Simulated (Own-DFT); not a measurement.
# Which way do the neighbours of a vacancy move? hexagonal WC, 63 atoms (C32W31), with one W vacancy

All numbers below are calculated, not measured. The program, named Own-DFT, is a retired in-house plane-wave density functional code that no person has reviewed. Each row is one single-point run on a periodic cell that was not relaxed, without spin or spin-orbit coupling.

Settings of every run: PBE; PseudoDojo norm-conserving scalar-relativistic files; cutoff 50 hartree; 4 x 4 x 4 k mesh centred on Gamma; cold (Marzari-Vanderbilt) smearing of 0.2 eV.

Known limits: forces on such cells moved up to 12 meV/angstrom on a denser k mesh; stress not checked against mesh or cutoff.

Cell vectors in Å: (5.833, -5.052, -2.839); (0.000, -5.052, 8.518); (-5.833, -5.052, -2.839). Every atom was also moved at random, by a Gaussian of width 0.05 Å on each axis. The defect's site can differ from row to row. The empty site has 6 nearest neighbours, all C. For each, d is its distance from the empty site and R the part of its force along the line away from it, positive outwards. The last column is the rms force component on atoms over 4.5 Å away.

```
run,d1 (Å),d2 (Å),d3 (Å),d4 (Å),d5 (Å),d6 (Å),R1 (eV/Å),R2 (eV/Å),R3 (eV/Å),R4 (eV/Å),R5 (eV/Å),R6 (eV/Å),far F (eV/Å)
1,2.218,2.223,2.230,2.230,2.254,2.268,1.32,1.36,0.78,0.78,0.53,0.29,1.15
2,2.104,2.133,2.184,2.195,2.199,2.215,2.47,2.23,1.61,1.25,1.13,1.31,1.11
3,2.106,2.158,2.173,2.192,2.218,2.230,2.24,1.83,1.82,1.50,1.28,0.76,1.24
4,2.143,2.148,2.179,2.200,2.269,2.322,2.12,1.82,1.16,1.37,0.86,-0.69,1.06
5,2.179,2.181,2.213,2.244,2.252,2.255,1.69,1.96,1.31,0.36,0.98,1.11,1.22
6,2.073,2.124,2.161,2.194,2.252,2.263,2.40,1.87,1.65,1.53,0.61,0.98,1.32
7,2.147,2.181,2.191,2.236,2.280,2.299,2.07,1.03,0.96,1.09,0.71,0.72,1.23
8,2.151,2.183,2.193,2.196,2.214,2.254,1.94,1.34,1.71,0.89,1.35,0.64,1.10
9,2.160,2.168,2.200,2.202,2.218,2.235,1.58,1.45,0.95,1.49,1.44,1.13,1.30
10,2.175,2.179,2.224,2.244,2.246,2.250,?,?,?,?,?,?,?
```

## Worked fit

A straight line through the 54 neighbours shown gives R = 1.30 - 10.4 (d - 2.202) eV/Å, with a scatter of 0.27 left by the moves of the other atoms. The slope, with an error of 0.8, is the pull back towards the neighbour's own site. The constant, 1.30 ± 0.04 eV/Å, is the force at the mean distance: with one bond gone, the neighbours are pushed outwards, away from the empty site. It shows how a relaxation would start, not where it would end, and it depends somewhat on the width of the random moves.

## Withheld run

Question: what mean R should the neighbours of run 10 feel? Their mean d is 2.220 Å.

The line gives 1.11 ± 0.07 eV/Å, by the scatter of the means of the runs shown. The calculation gave R = 1.27, 1.43, 1.10, 0.71, -0.01, 0.88, a mean of 0.90 eV/Å.
